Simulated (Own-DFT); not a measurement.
## Calculated data, Hf$_{36}$O$_{71}$ (tetragonal hafnia with one neutral oxygen vacancy, atoms displaced)

All values are calculated (Own-DFT development build). A calculation, not a measurement: plane-wave PBE and HSE06 DFT by an unreviewed code, no spin, of a simulated cell at Gamma alone, so results move with cell size and shape, stress positive in tension, energies less offsets, not probed for a lower state with spin; hafnium file: forces about 75 meV/angstrom off all-electron values; oxygen file: force components 24 meV/angstrom off all-electron in a glass; k mesh not checked against a denser one; forces and stress are PBE's, HSE06 gives the energy alone, and its difference from PBE has offsets of its own; offsets are fitted by least squares, one for each functional and potential file, so energies compare only between cells with the same atoms and settings and are not formation energies; the far tail of each file's local potential was reset to the Coulomb form; each entry is a single point on an unrelaxed cell, so the pressure reflects the starting lattice, taken from the Materials Project, from which strain is counted, and rises with the displacements; printed positions are rounded, which can move forces by about a meV/angstrom; the program is a retired in-house code; no spin-orbit coupling.

Settings shared by all entries: first functional PBE; second functional HSE06; exact exchange share 0.25; screening 0.11 1/bohr; exchange divergence Gygi-Baldereschi; potential files PseudoDojo norm-conserving, scalar-relativistic, made for PBE, standard set; wave cutoff 48 hartree; occupations fixed; k mesh 1 x 1 x 1 centred on Gamma.

(1) 
```xyz
107
Lattice="10.7800 0.0000 0.0000 0.0000 10.7800 0.0000 0.0000 0.0000 10.4493" Properties=species:S:1:pos:R:3:force_x:R:1:force_y:R:1:force_z:R:1 formula=Hf36O71 PBE_energy_of_cell_above_offsets=-97.274 HSE06_less_PBE_above_offsets=0.064 PBE_pressure=2.13 PBE_stress_xx=-1.02 PBE_stress_yy=-2.73 PBE_stress_zz=-2.66 PBE_stress_yz=0.09 PBE_stress_xz=-0.07 PBE_stress_xy=0.03
Hf     0.0891     0.0827     0.0246     -1.616     -1.005     -0.206
Hf     1.8685     1.8711     2.6186     -1.862      -1.53      -1.24
O      0.0324     1.8082     1.5299      0.039     -0.399       0.67
O      1.7224    10.7752     3.6392      0.565      0.945      -0.29
O     10.7602     1.8834     4.0780      -0.03     -0.738       1.57
O      1.8422     0.0439     1.0075      0.538     -0.537      0.156
Hf    10.7700    10.7602     5.2276      0.022     -0.178     -0.739
Hf     1.8036     1.7801     7.7269       0.14      1.264      2.806
O      0.0634     1.7762     6.8393     -1.902      0.563     -1.867
O      1.7565     0.1067     8.8065      1.003     -2.227      0.472
O      0.0101     1.7277     9.3688      -0.43      1.699     -0.058
O      1.7997    10.7774     6.2324     -0.303     -0.017     -0.191
Hf    10.6989     3.6377    10.3564      1.657     -2.954      1.337
Hf     1.7400     5.3269     2.5992      2.645      0.746     -0.092
O      0.0621     5.3476     1.5951     -1.504      0.726      -1.03
O      1.9073     3.5542     3.6007     -0.275      1.042      0.935
O     10.7482     5.3829     4.2297      0.446     -0.016      0.073
O      1.7867     3.5555     0.9331     -0.421     -0.061      1.191
Hf    10.7304     3.5472     5.2648     -0.036      1.455     -0.223
Hf     1.8779     5.3624     7.8639     -0.436      0.332       0.33
O     10.7343     5.4486     6.7887      0.716     -0.586      0.846
O      1.8376     3.6311     8.8950       -0.6     -0.829     -1.151
O     10.7647     5.3317     9.4222     -0.514      1.404     -0.899
O      1.8760     3.5884     6.2943     -1.279      0.172     -1.019
Hf    10.7401     7.1005    10.4108      1.104      2.481      0.674
Hf     1.8932     8.9801     2.5960     -1.648     -0.518      0.019
O      0.0417     8.9678     1.5679      0.072       0.28      0.396
O      1.8411     7.1360     3.5999     -0.319      0.593      0.207
O      0.0884     8.9587     4.1297     -0.445      0.646      1.487
O      1.7866     7.2513     0.8993     -0.545     -0.121      1.102
Hf     0.0766     7.2340     5.3010      -1.31     -1.008     -0.869
Hf     1.7567     8.9570     7.8071       0.74       -0.1      1.439
O     10.7510     8.9947     6.8460      0.464     -0.345     -0.974
O      1.8289     7.1568     8.9068     -0.764      0.233     -1.309
O      0.0206     9.0263     9.4603      0.013      -0.94     -0.482
O      1.8208     7.1389     6.3316      0.106      0.765     -0.777
Hf     3.5920    10.7766     0.0040      0.336      0.368     -0.418
Hf     5.3150     1.7283     2.6182      1.714      1.871     -1.157
O      3.5716     1.7546     1.5577      0.844     -0.552      0.346
O      5.3821    10.7575     3.7219       0.09       0.15     -0.894
O      3.5859     1.7951     4.1771      0.282      0.175     -0.004
O      5.4767    10.6851     1.0553     -2.012      0.439       0.21
Hf     3.5870     0.0940     5.2255      0.507     -2.274      0.531
Hf     5.4637     1.7809     7.8669     -1.005      0.659      0.448
O      3.5680     1.7919     6.8802      2.153     -0.375     -1.751
O      5.4536    10.7597     8.8779     -0.777      0.684      0.144
O      3.6287     1.8781     9.4170      0.572     -2.231     -0.011
O      5.4097    10.7261     6.2256     -0.478      0.941      0.365
Hf     3.5824     3.5745     0.0023      0.112      1.322      0.342
Hf     5.3623     5.4931     2.7176      0.177      -2.71      -3.02
O      3.5658     5.4284     1.6056     -0.625     -0.207      0.498
O      5.3589     3.6606     3.6199      0.046     -1.967      0.863
O      3.6038     5.4312     4.1171     -0.231     -1.052      1.897
O      5.3181     3.5533     1.0470      0.788      -0.53     -0.878
Hf     3.6262     3.5618     5.2367     -0.229      1.722     -0.855
Hf     5.3459     5.4051     7.7941       1.15      0.836       0.82
O      3.6242     5.4028     6.8415     -0.932      -0.35     -0.888
O      5.4292     3.6531     8.7745       0.34     -1.369      0.465
O      3.5671     5.3785     9.5160      0.259      0.293     -1.243
O      5.3769     3.6066     6.2376     -0.185     -0.435      0.122
Hf     3.6265     7.2288     0.0134     -0.909     -2.541      0.556
Hf     5.3799     8.9720     2.6061       1.69     -0.186     -0.112
O      3.6330     8.9714     1.5499     -0.311      0.496      0.218
O      5.3613     7.1333     3.6590      0.146       3.58      0.719
O      3.5591     9.0102     4.1657      0.027      0.201      0.099
O      5.3324     7.1381     1.0744      1.921      0.649     -0.125
Hf     3.6040     7.1900     5.1505      0.202     -0.001      0.568
Hf     5.3620     9.0186     7.8803      0.581     -1.012     -1.295
O      3.6170     8.9925     6.8228     -0.768      0.071      0.182
O      5.3362     7.1991     8.8589      0.558      -0.24     -0.115
O      3.6026     8.8972     9.4762     -0.108      3.352     -1.173
O      5.3746     7.1056     6.1533      0.072      0.139      0.327
Hf     7.1606    10.7471    10.3703      1.812      0.029      1.605
Hf     9.0617     1.8530     2.6300      -0.35      0.665     -2.141
O      7.1466     1.8216     1.5387      0.174       0.22      1.374
O      8.9514     0.0905     3.6216      0.124     -0.498      0.817
O      7.1123     1.7890     4.2808     -0.001      1.639     -1.533
O      8.9480     0.0376     0.9799      1.014     -0.044      0.542
Hf     7.1704     0.0925     5.1505      0.346     -3.441      1.705
Hf     8.9931     1.7659     7.8349      0.366     -1.861      0.536
O      7.1927     1.7955     6.8171     -0.056      0.249     -0.066
O      8.9074    10.7718     8.9024      0.194     -0.115     -1.282
O      7.1968     1.7495     9.4474      -0.52      1.014     -1.289
O      9.0025     0.0021     6.2875       -0.1       0.42     -0.956
Hf     7.1949     3.5111     0.0125     -1.174      1.058      2.027
Hf     9.0483     5.4843     2.6230     -2.085     -0.293     -0.115
O      7.1484     5.2766     1.6406      0.859      0.523     -0.168
O      8.9834     3.6674     3.5708     -0.086     -0.868      0.895
O      7.1974     5.4486     4.1526      0.047     -0.891      1.306
O      9.0461     3.5985     1.0301     -0.911     -0.073     -0.493
Hf     7.1047     3.5466     5.2407      0.772       2.23     -0.863
Hf     9.0001     5.3274     7.9034      -0.81      0.011     -1.715
O      7.1797     5.4135     6.9159      0.342     -0.444     -0.401
O      9.0354     3.5046     8.8770     -0.305      0.797      0.017
O      7.2004     5.3697     9.4873      0.644     -0.353      -0.35
O      8.9249     3.6213     6.2457      0.776     -0.569     -0.063
Hf     7.1670     7.1404    10.3839     -1.164      0.239      1.454
Hf     9.0581     9.1178     2.5726     -0.415     -0.914     -0.359
O      7.2746     8.9794     1.6229     -1.526     -0.117       0.68
O      8.9666     7.2750     3.5997     -0.108      0.127     -0.114
O      8.8888     7.2101     0.9465      1.746     -0.939      0.055
Hf     7.2182     7.2082     5.1791     -0.399      0.689       0.12
Hf     8.9578     8.8704     7.8597     -0.931      2.545     -0.595
O      7.1537     8.9420     6.8130       0.12     -0.089      0.187
O      9.0079     7.1570     8.7867      0.138     -0.765      1.211
O      7.1910     9.0031     9.4088     -0.058     -1.797     -0.242
O      8.9273     7.1782     6.2146      1.492      0.462      0.139
```

Units: PBE_energy_of_cell_above_offsets, HSE06_less_PBE_above_offsets in eV; PBE_pressure, PBE_stress_xx, PBE_stress_yy, PBE_stress_zz, PBE_stress_yz, PBE_stress_xz, PBE_stress_xy in GPa; force_x, force_y, force_z in eV/Å.

(2) 
```xyz
107
Lattice="10.7800 0.0000 0.0000 0.0000 10.7800 0.0000 0.0000 0.0000 10.4493" Properties=species:S:1:pos:R:3:force_x:R:1:force_y:R:1:force_z:R:1 formula=Hf36O71 PBE_energy_of_cell_above_offsets=-87.828 HSE06_less_PBE_above_offsets=0.566 PBE_pressure=5.42 PBE_stress_xx=-2.88 PBE_stress_yy=-8.08 PBE_stress_zz=-5.3 PBE_stress_yz=-0.88 PBE_stress_xz=-1.49 PBE_stress_xy=-0.03
Hf     0.0427    10.7109     0.0535     -3.342       1.18       -0.9
Hf     1.8076     1.7127     2.6303      1.055      5.802     -2.009
O      0.1175     1.7945     1.6514     -2.601      1.245      -0.17
O      1.6555     0.1904     3.6177      0.987     -4.901      2.265
O     10.6797     1.7122     4.2338     -0.602      1.613     -0.157
O      1.6624     0.1104     0.9910      5.172     -1.155      2.059
Hf    10.7154    10.6458     5.1433      0.203      2.726      2.506
Hf     1.7375     1.9151     7.9068      0.579     -3.087     -1.638
O      0.0572     1.8306     6.7707      -0.53      0.286      0.806
O      1.8763    10.7279     8.7498      0.604      4.726      2.808
O      0.0837     1.6358     9.3932     -0.488      2.972     -0.152
O      1.7667    10.6269     6.2742     -0.975      0.099     -1.526
Hf    10.7133     3.7353    10.4352      1.752     -0.777      1.958
Hf     1.8365     5.3985     2.6792       0.04          0     -2.057
O     10.7790     5.4718     1.5165      0.572     -1.764      0.927
O      1.8663     3.5586     3.7883     -1.145       0.63     -1.556
O     10.7063     5.2720     4.2704      1.332      2.074     -0.626
O      1.9403     3.5860     0.9365     -1.851      0.469      -0.11
Hf    10.7431     3.6237     5.2986     -0.761     -1.812     -0.061
Hf     1.8916     5.2777     7.8076     -1.064      2.241      1.154
O     10.7237     5.4082     6.8582      1.566     -0.431     -0.107
O      1.9852     3.5548     8.8476      -0.85      1.601      1.009
O      0.0343     5.6081     9.4754      0.144      -5.95     -2.226
O      1.7898     3.6236     6.2847     -2.039      0.469      1.346
Hf    10.7292     7.2398    10.3328       2.63       3.91      3.532
Hf     1.7947     9.1687     2.5694      -0.76     -3.489     -1.216
O      0.0193     8.9600     1.4974     -0.005      1.152      1.966
O      1.8126     7.2383     3.4740     -0.287       0.36      2.516
O     10.7799     9.0414     4.1799      0.937     -2.096     -1.341
O      1.7564     7.2533     1.1260      1.281      0.189      -2.46
Hf     0.1886     7.1374     5.3100     -4.433      0.281     -1.532
Hf     1.6991     9.2117     7.8092      0.708     -5.436     -1.557
O     10.7266     8.8465     6.7374     -0.338      0.955      0.468
O      0.0333     9.1196     9.4537      0.579     -2.175     -2.274
O      1.8535     7.1981     6.1960     -0.242     -0.488      1.203
Hf     3.6228     0.0192     0.0595      0.846      0.372     -0.754
Hf     5.3753     1.8877     2.6927      1.235      -2.66     -0.012
O      3.6167     1.7522     1.6038     -0.615       0.15       0.64
O      5.3419     0.0249     3.7356     -0.086     -0.253     -1.498
O      3.5994     1.9516     4.2804      0.805     -3.867     -2.448
O      5.3645     0.2172     1.0037      0.231     -1.898     -0.143
Hf     3.5224    10.7206     5.2382       2.85      1.852      1.774
Hf     5.3774     1.7578     7.9172      0.312     -0.192     -3.865
O      3.4992     1.8100     6.7103     -0.089      0.038      1.806
O      5.2929     0.0744     8.7622     -0.043     -2.824      1.715
O      3.6829     1.7368     9.4709     -0.431      1.429     -0.249
O      5.3122    10.6600     6.3213      0.756      0.667     -1.143
Hf     3.7367     3.5590    10.4322     -2.851      0.572      0.346
Hf     5.4811     5.3021     2.5960     -2.374      2.767      0.464
O      3.5989     5.4088     1.5964      0.976     -0.335      0.599
O      5.5066     3.6995     3.6464      0.357      -1.35      0.101
O      3.6755     5.4517     4.2430     -0.789     -1.339     -0.818
O      5.3868     3.5630     1.0806      1.426      0.765     -0.248
Hf     3.4242     3.5416     5.2409       3.05      1.908      1.427
Hf     5.3775     5.4061     7.9303     -0.393     -0.903     -3.193
O      3.5123     5.4045     6.8180      2.216      0.201      -0.09
O      5.5420     3.5220     8.8520      -0.55      3.074      1.552
O      3.6060     5.4617     9.3742      0.805     -0.743        0.3
O      5.3929     3.6108     6.2512     -0.397      0.948     -0.005
Hf     3.7611     7.3172     0.0299     -5.616     -1.261     -0.694
Hf     5.4650     8.9300     2.6204       0.89      1.311      1.388
O      3.7484     8.8713     1.6613     -2.543      1.689      -0.52
O      5.4377     7.2233     3.6080     -0.022     -0.927      -0.57
O      3.6185     9.0357     4.2808     -1.151      -1.17     -1.429
O      5.3312     7.2120     1.0093      4.844     -0.229      0.866
Hf     3.5028     7.1523     5.1987      3.099      1.348     -0.199
Hf     5.3273     8.8819     7.8575     -1.215      3.423     -0.751
O      3.6641     8.9302     6.8346     -2.544      0.072      0.023
O      5.4272     7.1969     8.8413      0.369      -1.31      1.449
O      3.5938     9.0219     9.4388      0.291     -0.188      0.472
O      5.3474     7.1992     6.2201      0.851     -0.624       0.52
Hf     7.2254     0.0496    10.4258      0.515      2.293      1.107
Hf     9.0559     1.8111     2.7215     -1.058        0.2     -0.366
O      7.1361     1.7095     1.4939      1.413      1.451      1.644
O      8.8530     0.0412     3.7054      0.872     -1.486     -0.456
O      7.2125     1.6975     4.3104     -0.235      1.814     -1.152
O      9.0509     0.0047     0.9603     -0.682      0.562      1.497
Hf     7.2396    10.7175     5.3288     -3.017      2.229      -0.98
Hf     8.9878     1.8843     7.7674     -0.998     -1.894     -0.569
O      7.1829     1.8138     6.7509       0.03     -0.879      1.472
O      8.8750    10.7198     8.9094       -0.1       0.74     -1.249
O      7.1040     1.7741     9.3276      1.009      1.358       0.78
O      8.9764     0.0276     6.2926      0.981     -0.879      0.434
Hf     7.1386     3.6971    10.3654       0.47     -2.893      0.921
Hf     8.9247     5.3570     2.5065       2.42      1.789      2.006
O      7.1977     5.4274     1.4877     -0.917     -0.022     -0.031
O      8.9011     3.6808     3.7438      0.019     -1.132     -0.836
O      7.2199     5.4728     4.3086     -0.252       1.51     -2.348
O      8.9887     3.7058     1.2216      0.076     -1.237     -2.677
Hf     7.2175     3.7725     5.2070     -1.066     -3.308      2.057
Hf     9.0404     5.4705     7.9632     -0.629      0.766      -2.88
O      7.3445     5.4068     6.7916     -1.773      0.046      1.502
O      8.9511     3.6371     8.8041      0.747      -0.15      2.643
O      7.2514     5.5119     9.4531     -0.342      -1.28     -0.882
O      8.9246     3.5398     6.3249       1.52     -0.158     -0.256
Hf     7.2280     7.2144     0.0036      0.449      2.512      1.402
Hf     8.9251     9.0020     2.6774      2.561     -0.814       0.08
O      7.3712     8.9577     1.5633     -3.281     -0.187     -0.277
O      9.0941     7.2078     3.6522     -0.542     -0.212     -0.361
O      7.1893     8.9108     4.1917      0.501        1.3      0.321
O      9.0933     7.1682     1.0497     -2.664     -0.258     -0.666
Hf     7.2410     7.2462     5.3053     -0.161     -1.418     -0.029
Hf     8.8365     9.0220     7.7869      3.032      0.655      0.888
O      7.1103     8.9934     6.9303      0.498     -0.455     -1.594
O      9.0880     7.2711     8.8527     -1.432      0.826      0.996
O      6.9983     9.1369     9.5448      0.045     -3.911     -1.158
O      9.0177     7.1660     6.3270     -0.339      0.577      -0.64
```

Units: PBE_energy_of_cell_above_offsets, HSE06_less_PBE_above_offsets in eV; PBE_pressure, PBE_stress_xx, PBE_stress_yy, PBE_stress_zz, PBE_stress_yz, PBE_stress_xz, PBE_stress_xy in GPa; force_x, force_y, force_z in eV/Å.
